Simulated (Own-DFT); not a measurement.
# How strain changes the stress of 4H SiC, 72 atoms (C36Si36)

Calculated results; nothing here was measured. They come from Own-DFT, an in-house plane-wave density functional program, since retired, whose code no person has reviewed. Each row is one single-point run on a periodic cell that was not relaxed, without spin or spin-orbit coupling.

Settings of every run: PBE; PseudoDojo norm-conserving scalar-relativistic files; cutoff 42 hartree; 4 x 4 x 3 k mesh centred on Gamma; Fermi-Dirac smearing of 0.1 eV.

Known limits: forces on such cells passed a denser k mesh, each cell not checked; stress not checked against mesh or cutoff.

Unstrained cell vectors in Å: (9.248, 0.000, 0.000); (-4.624, 8.009, 0.000); (0.000, 0.000, 10.068). The unstrained cell has measured lattice constants (interpolated for alloys), not those of this functional. That, the random moves and any unrelaxed bonds set the pressure at no strain. Each run strains this cell uniformly, with the atoms carried along. Every atom was also moved at random, by a Gaussian of width 0.05 Å on each axis. Strain is the symmetric tensor, in per cent. Stress is positive in tension, and the pressure is minus a third of its trace.

| run | e_xx (%) | e_yy (%) | e_zz (%) | e_yz (%) | e_xz (%) | e_xy (%) | s_xx (GPa) | s_yy (GPa) | s_zz (GPa) | s_yz (GPa) | s_xz (GPa) | s_xy (GPa) | P (GPa) | E (meV/atom) |
|---|---|---|---|---|---|---|---|---|---|---|---|---|---|---|
| 1 | -1.77 | 0.06 | -1.40 | -0.48 | 0.84 | -0.96 | -17.67 | -5.32 | -17.08 | -1.63 | 2.03 | -3.79 | 13.36 | 49.6 |
| 2 | 1.06 | -1.03 | 0.61 | -1.48 | -0.36 | -0.45 | -0.48 | -9.15 | -0.46 | -4.35 | -1.72 | -1.98 | 3.36 | 0.0 |
| 3 | 1.08 | 0.11 | -0.57 | 0.84 | -1.34 | 0.24 | 1.16 | -4.15 | -8.71 | 3.77 | -5.07 | 1.61 | 3.90 | 9.5 |
| 4 | -1.88 | -1.15 | -0.02 | -1.68 | -1.97 | -1.13 | -17.27 | -13.28 | -8.42 | -5.28 | -5.78 | -5.28 | 12.99 | 49.7 |
| 5 | -1.10 | 1.51 | 0.70 | 0.67 | -1.72 | 1.76 | -10.15 | 3.19 | -1.89 | 1.72 | -5.35 | 7.22 | 2.95 | 21.4 |
| 6 | -1.66 | 1.77 | 0.37 | 1.27 | -1.50 | 1.63 | -12.53 | 3.86 | -4.72 | 3.48 | -3.80 | 6.00 | 4.46 | 28.1 |
| 7 | -0.76 | 0.15 | -1.32 | 0.19 | -1.42 | -0.71 | -8.11 | -6.06 | -16.77 | 1.00 | -4.24 | -3.92 | 10.31 | 43.9 |
| 8 | 0.11 | 1.99 | -0.77 | -1.44 | -0.09 | 1.20 | -3.06 | 3.62 | -8.18 | -5.31 | -0.84 | 4.56 | 2.54 | 25.9 |
| 9 | 1.51 | -0.88 | 1.54 | 1.47 | 1.21 | 1.22 | 4.55 | -7.19 | 1.97 | 4.24 | 3.66 | 4.45 | 0.22 | 2.6 |
| 10 | 0.72 | 1.42 | 1.77 | -0.96 | 0.72 | -0.02 | 1.08 | 2.71 | 5.20 | -3.58 | 1.44 | -0.14 | -2.99 | 8.4 |
| 11 | 0.93 | 0.72 | -0.39 | -0.09 | 0.64 | 1.61 | 0.52 | -1.16 | -7.69 | -0.44 | 1.59 | 6.90 | 2.78 | 19.9 |
| 12 | -0.83 | -0.37 | -1.47 | 0.12 | 1.55 | 0.61 | -10.81 | -8.07 | -16.67 | 0.45 | 5.07 | 2.93 | 11.85 | 31.8 |
| 13 | 0.08 | 1.74 | 1.43 | -0.52 | 0.61 | -1.27 | -4.33 | 5.40 | 3.02 | -2.46 | 2.28 | -5.59 | -1.36 | 11.3 |
| 14 | 0.20 | -1.52 | 0.07 | 0.40 | 0.86 | -1.78 | -3.19 | -15.27 | -6.59 | 0.35 | 2.67 | -8.26 | 8.35 | 18.8 |
| 15 | -1.77 | 0.09 | 0.31 | -0.16 | -1.19 | 1.52 | -13.95 | -6.49 | -5.55 | 1.01 | -5.27 | 7.65 | 8.66 | 22.1 |
| 16 | 0.43 | -1.02 | 1.17 | -1.98 | 1.80 | 0.78 | -3.49 | -8.57 | 0.73 | -5.69 | 5.86 | 2.82 | 3.78 | 13.5 |
| 17 | -1.23 | 1.88 | 1.11 | 1.56 | 1.51 | 1.58 | ? | ? | ? | ? | ? | ? | ? | ? |

E is the free energy for each atom above the lowest run shown.

## Worked fit

Each stress component was fitted by least squares to a constant and the strains of the runs shown, as fractions, with shears doubled. Shear strains stay in the fit of a normal stress only where such slopes are resolved. The slopes, in GPa:

```
stress  at no strain  per e_xx  per e_yy  per e_zz  scatter
  s_xx          -5.0  582 ± 28   64 ± 26   33 ± 31     1.17
  s_yy          -5.3   58 ± 27  530 ± 25   64 ± 30     1.10
  s_zz          -6.4   89 ± 27   62 ± 25  607 ± 30     1.10
```

Each shear stress against twice its own strain: yz 151 ± 9, xz 160 ± 9, xy 218 ± 9 GPa. These are stiffnesses along x, y and z of the frame in which the cell vectors are given, which need not be the crystal's axes. The atoms are held to the strained lattice; where symmetry lets them move under strain, relaxing them would lower some slopes. The table should be nearly symmetric about its diagonal, and what it lacks of that shows the noise. A ninth of its sum, 232 ± 5 GPa, estimates the bulk modulus near the mean pressure of these runs, 5.3 GPa, so it lies above the value at zero pressure.

## Withheld run

Question: what normal stresses and pressure should run 17 give?

The fit gives s_xx = -10.6, s_yy = 4.7, s_zz = 0.4 and P = 1.8 GPa. The calculation gave -10.99, 2.07, 2.13 and P = 2.26 GPa.
